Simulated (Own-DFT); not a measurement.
# Strain and stress in 4H SiC, 32 atoms (C16Si16)

These are calculations, not measurements. The program, named Own-DFT, is a retired in-house plane-wave density functional code that no person has reviewed. Each row is one single-point run on a periodic cell that was not relaxed, without spin or spin-orbit coupling.

Settings of every run: PBE; PseudoDojo norm-conserving scalar-relativistic files; cutoff 42 hartree; 5 x 5 x 3 k mesh centred on Gamma; Fermi-Dirac smearing of 0.1 eV.

Known limits: forces on such cells passed a denser k mesh, each cell not checked; stress not checked against mesh or cutoff.

Unstrained cell vectors in Å: (6.165, 0.000, 0.000); (-3.083, 5.339, 0.000); (0.000, 0.000, 10.068). The unstrained cell has measured lattice constants (interpolated for alloys), not those of this functional. That, the random moves and any unrelaxed bonds set the pressure at no strain. Each run strains this cell uniformly, with the atoms carried along. Every atom was also moved at random, by a Gaussian of width 0.05 Å on each axis. Strain is the symmetric tensor, in per cent. Stress is positive in tension, and the pressure is minus a third of its trace.

```
run  e_xx (%)  e_yy (%)  e_zz (%)  e_yz (%)  e_xz (%)  e_xy (%)  s_xx (GPa)  s_yy (GPa)  s_zz (GPa)  s_yz (GPa)  s_xz (GPa)  s_xy (GPa)  P (GPa)  E (meV/atom)
  1      1.30      1.44     -0.82     -1.75      0.66      1.66       -1.18        4.32      -10.59       -5.52        1.74        6.74     2.48          57.3
  2     -0.37      1.84     -0.74     -0.78     -1.45     -0.22       -7.07        2.46       -8.28       -1.91       -4.55        0.60     4.30          45.2
  3      0.85      0.37      1.44      0.14      1.27      0.23        4.01       -4.22        0.29       -0.87        3.11        0.47    -0.03          29.6
  4     -1.99      0.01     -0.54      1.81     -0.76      0.89      -15.10       -6.53      -12.99        6.03       -3.17        5.04    11.54          56.4
  5      1.73      1.03     -1.35     -1.77      1.19     -1.25        5.61        2.08      -16.12       -6.35        2.68       -6.46     2.81          34.2
  6      0.21      1.13     -1.37      1.86      1.73     -1.77       -3.47        3.50      -16.24        6.14        5.95       -6.53     5.40          33.1
  7      1.01     -1.29     -1.66     -1.07      1.52      1.24       -2.90      -11.24      -18.75       -4.43        6.22        7.22    10.97          58.3
  8     -1.82     -0.18      0.83      0.70      1.96      0.73      -15.30       -5.29       -2.68        1.08        4.70        2.51     7.76          36.4
  9     -1.45      1.24      0.98      0.71     -1.54     -0.70      -10.57        0.90       -0.98        2.01       -5.19       -3.63     3.55          23.0
 10     -0.10      1.62      1.91     -0.89     -0.89     -1.44       -5.21        5.04        4.86       -2.39       -1.97       -6.74    -1.56          29.8
 11      1.86     -0.17      1.59      1.37      1.61      0.26        4.83       -4.86        0.45        5.60        6.27        1.51    -0.14          60.5
 12      1.66     -1.53     -1.38      0.32     -0.32     -0.68        3.85      -10.67      -17.67        1.56       -1.08       -3.01     8.16          24.9
 13     -1.58     -1.83      0.39      1.43     -1.75     -1.08      -14.83      -18.00       -5.31        4.74       -5.12       -4.20    12.71          50.3
 14     -1.21      0.25     -1.85      1.38      1.88      1.06      -10.47       -5.02      -20.14        5.54        6.25        4.65    11.87          38.4
 15      1.14      0.71      1.87     -0.60     -0.28      0.78        3.23        1.77        3.48       -2.25       -0.45        3.74    -2.83           0.0
 16     -1.75      1.07      1.00      1.55      1.15     -1.42           ?           ?           ?           ?           ?           ?        ?             ?
```

E is the free energy for each atom above the lowest run shown.

## Worked fit

Each stress component was fitted by least squares to a constant and the strains of the runs shown, as fractions, with shears doubled. Shear strains stay in the fit of a normal stress only where such slopes are resolved. The slopes, in GPa:

```
stress  at no strain  per e_xx  per e_yy  per e_zz  scatter
  s_xx          -4.8  531 ± 38   41 ± 46   54 ± 38     1.96
  s_yy          -4.8   89 ± 31  555 ± 38    5 ± 31     1.61
  s_zz          -8.0  -11 ± 25   86 ± 31  602 ± 26     1.33
```

Each shear stress against twice its own strain: yz 187 ± 12, xz 150 ± 12, xy 230 ± 14 GPa. These are stiffnesses along x, y and z of the frame in which the cell vectors are given, which need not be the crystal's axes. The atoms are held to the strained lattice; where symmetry lets them move under strain, relaxing them would lower some slopes. The table should be nearly symmetric about its diagonal, and what it lacks of that shows the noise. A ninth of its sum, 217 ± 7 GPa, estimates the bulk modulus near the mean pressure of these runs, 5.1 GPa, so it lies above the value at zero pressure.

## Withheld run

Question: what normal stresses and pressure should run 16 give?

The fit gives s_xx = -13.2, s_yy = -0.4, s_zz = -0.9 and P = 4.8 GPa. The calculation gave -15.35, 0.30, -1.28 and P = 5.44 GPa.
